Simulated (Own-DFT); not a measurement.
# What a defect does to the pressure of its cell: 4H SiC

Calculated, not measured: single-point runs of Own-DFT, a retired in-house plane-wave DFT program that no person has reviewed, on unrelaxed cells, without spin or spin-orbit coupling.

Settings: PBE; PseudoDojo norm-conserving scalar-relativistic files; cutoff 42 hartree; 4 x 4 x 3 k mesh centred on Gamma; Fermi-Dirac smearing of 0.1 eV.

Keep in mind (not all hold for every row): some atoms lie very close together; not probed for a lower state with spin; forces on such cells passed a denser k mesh, each cell not checked; stress not checked against mesh or cutoff.

All runs share one cell, with vectors in Å (9.248, 0.000, 0.000); (-4.624, 8.009, 0.000); (0.000, 0.000, 10.068) and a volume of 745.7 Å³. u is the rms random offset of the atoms per axis. The defect's site can differ from row to row.

```
                    cell     formula   u (Å)  P (GPa)
               no defect     C36Si36  0.0306     3.68
               no defect     C36Si36  0.0318     3.83
               no defect     C36Si36  0.0593     5.94
two Al on a Si site each  Al2C36Si34  0.0277     5.68
two Al on a Si site each  Al2C36Si34  0.0291     5.60
two Al on a Si site each  Al2C36Si34  0.0525     7.62
  two N on a C site each   C34N2Si36  0.0282     2.64
  two N on a C site each   C34N2Si36  0.0463     3.94
  two N on a C site each   C34N2Si36  0.0488     3.63
      one C on a Si site     C37Si35  0.0462     3.37
      one C on a Si site     C37Si35  0.0546     3.33
      one C on a Si site     C37Si35  0.0550     3.78
      one Si on a C site     C35Si37  0.0494    12.16
      one Si on a C site     C35Si37  0.0494    11.93
      one Si on a C site     C35Si37  0.0516        ?
      one Si on a C site     C35Si37  0.0521    11.27
```

## Working it out

P = P0 + c u² + a shift for each defect gives P0 = 2.97 GPa, c = 830 ± 124 GPa/Å² and a scatter of 0.37 GPa. The shifts, and each times the cell's volume:

- one Si on a C site: 6.71 ± 0.31 GPa, 31.2 eV
- two Al on a Si site each: 2.12 ± 0.30 GPa, 9.9 eV (4.9 eV for each of its 2 sites)
- two N on a C site each: -1.04 ± 0.30 GPa, -4.9 eV (-2.4 eV for each of its 2 sites)
- one C on a Si site: -1.73 ± 0.32 GPa, -8.1 eV

A positive shift means that the defect pushes the cell outwards. Shift times volume (160.2 GPa Å³ is 1 eV) depends little on the cell's size, so, taken for each site, it can be compared between cells at like pressure. The atoms around the defects weren't relaxed, which would change these numbers.

## Prediction

Question: what pressure belongs in the blank (one Si on a C site, u = 0.0516 Å)?

The fit gives 11.89 ± 0.43 GPa. The run itself gave 11.64 GPa.
